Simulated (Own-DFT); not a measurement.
# Strain and stress in rock-salt HfC, 64 atoms (C32Hf32)

Calculated results; nothing here was measured. The program, named Own-DFT, is a retired in-house plane-wave density functional code that no person has reviewed. Each row is one single-point run on a periodic cell that was not relaxed, without spin or spin-orbit coupling.

Settings of every run: PBE; PseudoDojo norm-conserving scalar-relativistic files; cutoff 42 hartree; 4 x 4 x 4 k mesh centred on Gamma; cold (Marzari-Vanderbilt) smearing of 0.2 eV.

Known limits: hafnium file: forces about 75 meV/angstrom off all-electron values; forces on such cells failed a check on a denser k mesh; stress not checked against mesh or cutoff.

Unstrained cell vectors in Å: (3.784, -5.351, 6.554); (-3.784, 5.351, 6.554); (-7.568, -5.351, 0.000). The unstrained cell was taken from the Materials Project. The random moves and any unrelaxed bonds add to the pressure at no strain. Each run strains this cell uniformly, with the atoms carried along. Every atom was also moved at random, by a Gaussian of width 0.05 Å on each axis. Strain is the symmetric tensor, in per cent. Stress is positive in tension, and the pressure is minus a third of its trace.

| run | e_xx (%) | e_yy (%) | e_zz (%) | e_yz (%) | e_xz (%) | e_xy (%) | s_xx (GPa) | s_yy (GPa) | s_zz (GPa) | s_yz (GPa) | s_xz (GPa) | s_xy (GPa) | P (GPa) | E (meV/atom) |
|---|---|---|---|---|---|---|---|---|---|---|---|---|---|---|
| 1 | 1.31 | -1.27 | 0.98 | -1.28 | 0.30 | 0.16 | 0.53 | -8.21 | -1.15 | -4.71 | 1.32 | 0.80 | 2.94 | 15.3 |
| 2 | -1.76 | -1.29 | -1.02 | -1.06 | -1.80 | -0.57 | -18.62 | -16.28 | -14.42 | -2.99 | -6.83 | -2.88 | 16.44 | 48.0 |
| 3 | -1.74 | -1.76 | -0.26 | 1.24 | -1.07 | 0.27 | -17.54 | -17.30 | -11.91 | 6.46 | -5.04 | 1.12 | 15.58 | 38.8 |
| 4 | -0.12 | 1.18 | 0.35 | 1.99 | -1.97 | -0.76 | -4.10 | 0.17 | -2.86 | 7.73 | -7.44 | -2.01 | 2.27 | 13.1 |
| 5 | 1.71 | 0.62 | 0.12 | -0.09 | 0.22 | -1.81 | 3.87 | 0.29 | -0.92 | -0.36 | 0.70 | -6.54 | -1.08 | 0.0 |
| 6 | -0.30 | -1.50 | 0.30 | -0.65 | -0.20 | 1.64 | -7.43 | -12.77 | -6.83 | -2.75 | -0.42 | 6.85 | 9.01 | 14.4 |
| 7 | 0.25 | -1.27 | 0.56 | 0.28 | 1.22 | -1.64 | -6.37 | -10.53 | -2.81 | 0.98 | 4.32 | -7.41 | 6.57 | 22.4 |
| 8 | -0.89 | 0.81 | -0.62 | 1.39 | -0.84 | 1.38 | -8.68 | -3.70 | -9.31 | 6.23 | -4.01 | 5.78 | 7.23 | 15.7 |
| 9 | -1.17 | 0.39 | -0.21 | -1.65 | -0.74 | -1.81 | -12.19 | -5.82 | -6.52 | -6.02 | -2.18 | -7.80 | 8.18 | 28.9 |
| 10 | 0.25 | 1.06 | -0.68 | 1.02 | 1.76 | 1.96 | -3.02 | -0.84 | -7.17 | 3.39 | 5.58 | 7.46 | 3.68 | 17.0 |
| 11 | -1.83 | 1.44 | -0.19 | 1.21 | -1.06 | -1.00 | -13.54 | -1.04 | -6.02 | 4.89 | -4.15 | -4.53 | 6.87 | 18.1 |
| 12 | -1.30 | 0.69 | -1.80 | -1.24 | -0.94 | -1.51 | -13.99 | -6.33 | -14.17 | -4.11 | -3.09 | -6.48 | 11.50 | 31.7 |
| 13 | -0.29 | -0.13 | -0.11 | -0.72 | -0.25 | 0.95 | -6.70 | -6.13 | -6.61 | -2.92 | -0.57 | 4.02 | 6.48 | 18.2 |
| 14 | -1.65 | 0.32 | -0.48 | 0.70 | -0.23 | 0.54 | -13.41 | -6.56 | -8.97 | 3.46 | -1.42 | 1.89 | 9.65 | 14.9 |
| 15 | -0.69 | -1.35 | -1.39 | -0.56 | 0.18 | -0.99 | -13.15 | -15.36 | -14.82 | -2.87 | 1.00 | -4.43 | 14.44 | 34.1 |
| 16 | -0.47 | 0.42 | 1.80 | -1.02 | 1.96 | -0.30 | -5.15 | -1.72 | 3.26 | -3.94 | 7.26 | -1.41 | 1.20 | 9.3 |
| 17 | -0.81 | 0.30 | -1.17 | -1.76 | 0.59 | 0.62 | ? | ? | ? | ? | ? | ? | ? | ? |

E is the free energy for each atom above the lowest run shown.

## Worked fit

Each stress component was fitted by least squares to a constant and the strains of the runs shown, as fractions, with shears doubled. Shear strains stay in the fit of a normal stress only where such slopes are resolved. The slopes, in GPa:

```
stress  at no strain  per e_xx  per e_yy  per e_zz  scatter
  s_xx          -5.4  520 ± 10   153 ± 9  126 ± 12     0.38
  s_yy          -5.5   150 ± 9   496 ± 8  140 ± 11     0.33
  s_zz          -5.4  119 ± 13  142 ± 10  471 ± 15     0.43
```

Also, s_xx gains 26 ± 4 per 2 e_xy; s_zz gains 14 ± 6 per 2 e_xz; s_zz gains -21 ± 5 per 2 e_xy.

Each shear stress against twice its own strain: yz 195 ± 8, xz 179 ± 5, xy 207 ± 4 GPa. These are stiffnesses along x, y and z of the frame in which the cell vectors are given, which need not be the crystal's axes. The atoms are held to the strained lattice; where symmetry lets them move under strain, relaxing them would lower some slopes. The table should be nearly symmetric about its diagonal, and what it lacks of that shows the noise. A ninth of its sum, 258 ± 4 GPa, estimates the bulk modulus near the mean pressure of these runs, 7.6 GPa, so it lies above the value at zero pressure.

## Withheld run

Question: what normal stresses and pressure should run 17 give?

The fit gives s_xx = -10.3, s_yy = -6.8, s_zz = -11.5 and P = 9.6 GPa. The calculation gave -10.58, -7.18, -12.84 and P = 10.20 GPa.
